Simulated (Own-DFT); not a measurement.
# Response to strain: C40 NbSi2, 36 atoms (Nb12Si24)

All numbers below are calculated, not measured. They come from Own-DFT, an in-house plane-wave density functional program, since retired, whose code no person has reviewed. Each row is one single-point run on a periodic cell that was not relaxed, without spin or spin-orbit coupling.

Settings of every run: PBE; PseudoDojo norm-conserving scalar-relativistic files; cutoff 42 hartree; 4 x 4 x 5 k mesh centred on Gamma; cold (Marzari-Vanderbilt) smearing of 0.2 eV.

Known limits: forces on such cells failed a check on a denser k mesh; stress not checked against mesh or cutoff.

Unstrained cell vectors in Å: (0.000, 8.324, 0.000); (-9.613, 0.000, 0.000); (0.000, 0.000, 6.586). The unstrained cell was taken from the Materials Project. The random moves and any unrelaxed bonds add to the pressure at no strain. Each run strains this cell uniformly, with the atoms carried along. Every atom was also moved at random, by a Gaussian of width 0.05 Å on each axis. Strain is the symmetric tensor, in per cent. Stress is positive in tension, and the pressure is minus a third of its trace.

| run | e_xx (%) | e_yy (%) | e_zz (%) | e_yz (%) | e_xz (%) | e_xy (%) | s_xx (GPa) | s_yy (GPa) | s_zz (GPa) | s_yz (GPa) | s_xz (GPa) | s_xy (GPa) | P (GPa) | E (meV/atom) |
|---|---|---|---|---|---|---|---|---|---|---|---|---|---|---|
| 1 | -1.43 | -0.03 | 1.93 | -1.10 | 0.55 | -0.97 | -5.77 | -1.78 | 3.66 | -2.58 | 1.87 | -2.83 | 1.30 | 0.0 |
| 2 | -0.10 | 1.51 | -1.64 | 1.74 | -0.82 | -1.29 | -3.91 | 1.27 | -10.95 | 6.43 | -2.75 | -3.93 | 4.53 | 30.0 |
| 3 | 1.34 | 0.16 | -1.58 | -0.77 | 1.13 | -1.93 | 0.97 | -2.81 | -9.97 | -2.31 | 3.61 | -5.68 | 3.94 | 21.3 |
| 4 | -0.72 | 0.13 | -0.62 | -1.20 | -1.52 | 0.74 | -6.34 | -2.50 | -8.26 | -4.04 | -4.97 | 2.38 | 5.70 | 27.4 |
| 5 | -1.67 | -1.67 | 0.01 | 0.63 | -0.26 | -0.80 | -10.76 | -9.85 | -6.02 | 1.09 | -0.81 | -3.00 | 8.88 | 15.9 |
| 6 | -0.12 | -0.56 | -0.80 | 1.27 | 0.05 | -0.65 | -3.95 | -4.58 | -8.26 | 3.95 | 0.40 | -2.33 | 5.60 | 7.0 |
| 7 | -1.31 | -1.12 | 1.86 | -0.46 | -1.68 | 0.75 | -6.89 | -5.53 | 2.31 | -1.34 | -5.02 | 2.18 | 3.37 | 12.2 |
| 8 | -1.58 | -1.86 | -1.21 | 0.95 | 1.12 | 0.92 | -12.05 | -12.08 | -13.88 | 2.63 | 4.03 | 2.94 | 12.67 | 53.2 |
| 9 | 1.36 | 1.64 | 1.74 | 1.23 | -1.17 | -1.05 | 4.70 | 5.17 | 5.42 | 3.63 | -3.09 | -2.93 | -5.10 | 11.6 |
| 10 | 1.64 | 0.70 | -0.60 | 0.72 | 1.07 | -0.26 | 3.16 | 1.22 | -4.28 | 1.72 | 3.33 | -0.52 | -0.03 | 0.6 |
| 11 | -0.45 | -1.85 | 1.23 | -0.42 | 0.30 | -0.15 | -4.85 | -8.96 | 0.73 | -1.71 | 0.76 | -0.52 | 4.36 | 9.8 |
| 12 | 0.15 | -0.90 | -1.81 | 0.55 | -1.28 | 0.46 | -4.63 | -6.60 | -13.82 | 2.00 | -4.19 | 1.18 | 8.35 | 24.7 |
| 13 | 0.08 | 0.67 | 0.01 | 0.95 | -1.80 | 1.79 | -2.48 | -0.20 | -3.38 | 3.73 | -5.78 | 4.78 | 2.02 | 22.9 |
| 14 | -0.94 | 1.47 | 1.64 | 0.45 | -0.91 | -1.02 | -3.43 | 3.10 | 3.74 | 1.14 | -3.13 | -3.02 | -1.14 | 11.5 |
| 15 | 0.08 | 1.45 | 1.20 | -1.79 | -1.85 | 0.91 | -0.27 | 3.41 | 1.21 | -5.07 | -5.24 | 2.24 | -1.45 | 24.8 |
| 16 | 0.28 | 0.54 | -1.96 | 0.18 | -1.15 | 0.03 | ? | ? | ? | ? | ? | ? | ? | ? |

E is the free energy for each atom above the lowest run shown.

## Worked fit

Each stress component was fitted by least squares to a constant and the strains of the runs shown, as fractions, with shears doubled. Shear strains stay in the fit of a normal stress only where such slopes are resolved. The slopes, in GPa:

```
stress,at no strain,per e_xx,per e_yy,per e_zz,scatter
s_xx,-2.9,377 ± 13,78 ± 11,101 ± 9,0.41
s_yy,-2.5,70 ± 17,357 ± 15,77 ± 12,0.55
s_zz,-4.3,109 ± 24,49 ± 20,475 ± 16,0.76
```

Each shear stress against twice its own strain: yz 153 ± 8, xz 161 ± 6, xy 150 ± 5 GPa. These are stiffnesses along x, y and z of the frame in which the cell vectors are given, which need not be the crystal's axes. The atoms are held to the strained lattice; where symmetry lets them move under strain, relaxing them would lower some slopes. The table should be nearly symmetric about its diagonal, and what it lacks of that shows the noise. A ninth of its sum, 188 ± 7 GPa, estimates the bulk modulus near the mean pressure of these runs, 3.5 GPa, so it lies above the value at zero pressure.

## Withheld run

Question: what normal stresses and pressure should run 16 give?

The fit gives s_xx = -3.4, s_yy = -2.0, s_zz = -13.0 and P = 6.1 GPa. The calculation gave -2.74, -1.43, -12.52 and P = 5.56 GPa.
